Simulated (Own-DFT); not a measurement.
## Calculated data, AlN (wurtzite, atoms displaced)

Computed with Own-DFT development build. A calculation, not a measurement: plane-wave PBE density functional theory by an unreviewed code, no spin, of a simulated periodic cell, stress positive in tension, free energy of the whole cell less one offset for each atom, forces on such cells passed a denser k mesh, this cell's mesh not checked; offsets are fitted by least squares, one for each functional and potential file, so energies compare only between cells with the same atoms and settings and are not formation energies; the far tail of each file's local potential was reset to the Coulomb form; each entry is a single point on an unrelaxed cell, so the pressure reflects the starting lattice, mostly measured values (interpolated for alloys), from which strain is counted, and rises with the displacements; printed positions are rounded, which can move forces by about a meV/angstrom; the program, named Own-DFT, is a retired in-house code; no spin-orbit coupling.

### AlN (wurtzite, atoms displaced)

```
AlN
1.0
     12.4480     0.0000     0.0000
     -6.2240    10.7803     0.0000
      0.0000     0.0000     9.9640
Al N Al N Al N Al N Al N Al N Al N Al N Al N Al N Al N Al N Al N Al N Al N Al N Al N Al N Al N Al N Al N Al N Al N Al N Al N Al N Al N Al N Al N Al N Al N Al N
2 2 2 2 2 2 2 2 2 2 2 2 2 2 2 2 2 2 2 2 2 2 2 2 2 2 2 2 2 2 2 2 2 2 2 2 2 2 2 2 2 2 2 2 2 2 2 2 2 2 2 2 2 2 2 2 2 2 2 2 2 2 2 2
Direct
  0.08309 0.16860 0.99777
  0.16775 0.08465 0.25024
  0.08558 0.16820 0.19345
  0.16837 0.08401 0.44116
  0.08359 0.16692 0.50023
  0.16914 0.08466 0.74934
  0.08593 0.16502 0.68664
  0.16666 0.08442 0.94263
  0.08340 0.41311 0.99884
  0.16505 0.33327 0.25189
  0.08111 0.41700 0.19056
  0.16630 0.33427 0.44308
  0.08134 0.41412 0.49997
  0.16687 0.33219 0.74732
  0.08402 0.41674 0.69433
  0.16608 0.33254 0.94036
  0.08497 0.66776 0.99967
  0.16897 0.58494 0.25284
  0.08346 0.66711 0.19359
  0.16768 0.58461 0.44088
  0.08631 0.66695 0.49994
  0.16396 0.58024 0.74983
  0.08641 0.66619 0.68727
  0.16598 0.58427 0.94398
  0.08808 0.91977 0.99532
  0.16840 0.83578 0.24639
  0.08274 0.91478 0.19354
  0.16427 0.83294 0.44103
  0.08242 0.91561 0.49788
  0.16873 0.83331 0.75308
  0.07988 0.91565 0.69176
  0.16802 0.83891 0.93979
  0.33054 0.16295 0.99509
  0.41832 0.08531 0.25012
  0.33094 0.16414 0.18554
  0.41591 0.08521 0.44027
  0.33321 0.17004 0.50181
  0.41894 0.08443 0.74786
  0.33349 0.16740 0.68887
  0.41748 0.08402 0.94254
  0.33197 0.41623 0.99915
  0.41548 0.33634 0.24813
  0.32996 0.41272 0.18920
  0.41770 0.33272 0.44039
  0.33821 0.41709 0.50248
  0.41572 0.33146 0.75093
  0.33774 0.41924 0.69000
  0.41685 0.33424 0.94234
  0.33258 0.66876 0.00085
  0.41719 0.58360 0.24849
  0.32785 0.66353 0.19254
  0.41661 0.58355 0.44016
  0.33341 0.66683 0.50037
  0.41530 0.58412 0.74769
  0.33370 0.66571 0.69392
  0.41519 0.58143 0.94161
  0.33546 0.91570 0.99682
  0.41798 0.83615 0.25014
  0.33195 0.91726 0.19096
  0.41504 0.83137 0.44167
  0.33237 0.91513 0.50173
  0.41524 0.83092 0.74949
  0.33059 0.91282 0.69233
  0.41431 0.83219 0.94375
  0.58428 0.16583 0.99900
  0.66493 0.08100 0.24759
  0.58478 0.16789 0.18934
  0.67027 0.08325 0.43968
  0.58598 0.16991 0.49729
  0.66539 0.08424 0.74573
  0.58514 0.16707 0.69091
  0.66646 0.08049 0.94279
  0.58185 0.41609 0.00040
  0.66684 0.33581 0.24875
  0.58741 0.41707 0.18919
  0.66916 0.33605 0.43893
  0.58368 0.41670 0.50111
  0.66735 0.33295 0.75053
  0.58472 0.41885 0.69004
  0.66932 0.33615 0.94014
  0.58513 0.66827 0.99689
  0.66800 0.58366 0.24935
  0.58609 0.66671 0.18701
  0.66461 0.58365 0.44247
  0.58305 0.66611 0.49826
  0.66511 0.58305 0.75101
  0.58424 0.66757 0.69125
  0.66604 0.58135 0.94360
  0.58359 0.91698 0.00097
  0.66582 0.82877 0.24941
  0.58221 0.91678 0.19198
  0.66395 0.83127 0.43875
  0.58238 0.91607 0.50185
  0.66268 0.82994 0.75036
  0.58662 0.91698 0.68748
  0.66203 0.83059 0.93763
  0.83256 0.16683 0.00278
  0.91693 0.08260 0.24926
  0.83367 0.16855 0.19100
  0.91851 0.08524 0.43731
  0.83049 0.16352 0.49934
  0.91856 0.08256 0.75370
  0.83030 0.16143 0.69328
  0.91997 0.08344 0.93798
  0.83624 0.41749 0.00006
  0.91578 0.33324 0.25465
  0.83391 0.42053 0.19095
  0.91596 0.33286 0.43869
  0.82856 0.41549 0.50078
  0.91491 0.33337 0.75103
  0.83253 0.41631 0.69308
  0.91917 0.33536 0.93967
  0.83301 0.66673 0.00113
  0.91732 0.58582 0.25311
  0.83407 0.66662 0.19170
  0.91718 0.58381 0.44013
  0.83234 0.66760 0.50001
  0.91504 0.58044 0.74875
  0.83275 0.66602 0.69136
  0.92007 0.58947 0.94181
  0.83447 0.91662 0.00176
  0.91805 0.83493 0.24749
  0.83162 0.91496 0.19149
  0.91557 0.83380 0.44449
  0.83493 0.91718 0.49701
  0.91686 0.83341 0.74876
  0.83207 0.91409 0.68716
  0.91978 0.83608 0.94257
```

- functional: PBE
- potential files: PseudoDojo norm-conserving, scalar-relativistic, standard set
- wave cutoff: 42 hartree
- occupations: Fermi-Dirac
- smearing width: 0.1 eV
- hardware: one NVIDIA H100
- k mesh: 2 x 2 x 2 centred on Gamma
- free energy of cell above offsets: -62.177 eV
- pressure: 3.8 GPa
- stress xx: -4.33 GPa
- stress yy: -3.46 GPa
- stress zz: -3.61 GPa
- stress yz: -0.04 GPa
- stress xz: 0 GPa
- stress xy: 0.25 GPa
- wall time: 374.1 s

Force:
```
element  x (eV/Å)  y (eV/Å)  z (eV/Å)
     Al     0.567    -0.303     0.862
     Al     0.163    -0.384    -0.051
      N     -0.54     -0.34    -0.691
      N    -0.283     0.025     0.021
     Al     0.134    -0.124     -0.62
     Al     -0.39    -0.795      0.02
      N    -0.606     0.393      0.91
      N     -0.19     0.218    -0.891
     Al    -0.435      1.03     0.498
     Al    -0.184     0.176    -0.008
      N     0.463    -0.164     0.201
      N     0.638      0.03     0.046
     Al    -0.041     0.662     0.151
     Al     0.238      0.13     0.071
      N    -0.278    -0.619    -0.649
      N     0.257     0.022    -0.541
     Al     -0.36     0.278     0.597
     Al    -1.135    -0.636    -0.369
      N     0.177     0.229    -0.423
      N     0.257    -0.627     0.415
     Al    -0.751     0.073    -0.374
     Al      0.31     0.657     0.498
      N    -0.641    -0.054     0.869
      N     0.295    -0.375    -0.679
     Al    -1.091    -0.286     1.119
     Al    -0.201    -0.675     0.802
      N    -0.164     0.843    -0.811
      N     0.705     0.159    -0.174
     Al     0.005      0.26     0.472
     Al    -1.121     -0.35    -0.802
      N     1.207     0.388      -0.1
      N     1.081    -0.967     0.226
     Al     0.299     0.912     0.872
     Al    -0.483    -0.104    -0.351
      N     0.386     0.732     0.599
      N     0.545    -0.122     0.501
     Al     0.304    -0.772    -0.704
     Al    -0.305    -0.448     0.286
      N     0.454    -0.103     0.626
      N     0.306    -0.213    -0.944
     Al     0.161     0.004     0.048
     Al     0.946    -1.029    -0.214
      N    -0.119     1.004     0.228
      N    -0.007     0.391    -0.219
     Al     -0.99     0.088    -0.589
     Al     0.309     0.761     0.151
      N    -0.484    -0.662     0.306
      N     -0.08     -0.54    -0.426
     Al     0.286    -0.969     0.176
     Al      -0.2    -0.194    -0.177
      N      1.47     1.115    -0.279
      N     0.128    -0.165    -0.023
     Al     0.026    -0.331     0.084
     Al     0.773    -0.107     0.722
      N    -0.515     0.021    -0.593
      N    -0.129     0.559    -0.138
     Al    -0.873     0.579     0.764
     Al    -0.492    -0.798     0.059
      N     0.799     0.286    -0.339
      N      0.07     0.568     0.016
     Al    -0.456     0.247    -0.488
     Al      0.42     0.378     0.176
      N     0.613     0.994     -0.08
      N     0.811     0.282    -0.738
     Al    -0.105      0.51     0.099
     Al     0.243     0.669     0.299
      N     -0.04    -0.069     0.321
      N    -1.346    -0.264    -0.061
     Al    -0.096    -0.639    -0.106
     Al     0.746    -0.748     0.898
      N    -0.486     0.203    -0.484
      N     -0.22     0.501    -0.606
     Al     0.453    -0.049    -0.081
     Al     0.785     -0.33    -0.205
      N    -1.427     0.121     0.356
      N    -0.743     -0.53     0.185
     Al    -0.038     0.232    -0.216
     Al    -0.451      0.37     0.225
      N     0.001    -0.823     0.232
      N    -0.035    -0.617     0.064
     Al    -0.333    -0.865     0.132
     Al     0.107    -0.103     0.089
      N    -0.596     -0.42     0.288
      N     0.481    -0.278    -0.502
     Al    -0.209     0.272     0.439
     Al       0.4     0.243     0.094
      N      -0.4     -0.57    -0.228
      N    -0.079     0.454    -0.507
     Al    -0.148     -0.45    -0.022
     Al    -0.508     0.712     0.187
      N      0.52    -0.482    -0.298
      N     0.306     0.344     0.104
     Al     0.285      -0.1    -0.812
     Al     0.874     0.827    -0.529
      N    -1.217    -0.163      0.81
      N      0.67     0.852      0.66
     Al       0.4     0.139    -0.615
     Al    -0.073      0.36    -0.112
      N     0.131    -0.522     0.032
      N    -0.171    -0.337     0.486
     Al     0.925      0.59     0.294
     Al    -0.195    -0.519    -1.317
      N     0.356     1.093    -0.411
      N    -0.859    -0.038     1.112
     Al    -0.351     0.677     0.243
     Al    -0.233     0.487    -1.151
      N     0.353    -0.588     0.085
      N    -0.374    -0.151     1.332
     Al     1.363     0.763    -0.145
     Al     0.526    -0.557    -0.234
      N     0.097    -0.336     -0.56
      N    -0.304    -0.674     0.156
     Al     0.169     0.323    -0.095
     Al     0.382    -0.166    -0.499
      N     -0.33     0.344     0.064
      N    -0.201    -0.131     0.799
     Al     0.297    -0.166      0.15
     Al     0.165     1.174     0.275
      N    -0.005    -0.211     0.022
      N     0.132    -1.023    -0.458
     Al    -0.228    -0.166    -0.586
     Al     0.073    -0.498     0.583
      N    -0.009     0.362    -0.182
      N     0.281    -0.141     -1.09
     Al    -0.744     0.063     0.348
     Al    -0.363    -0.231     0.268
      N    -0.288     0.422     0.648
      N    -0.376    -0.385    -0.178
```
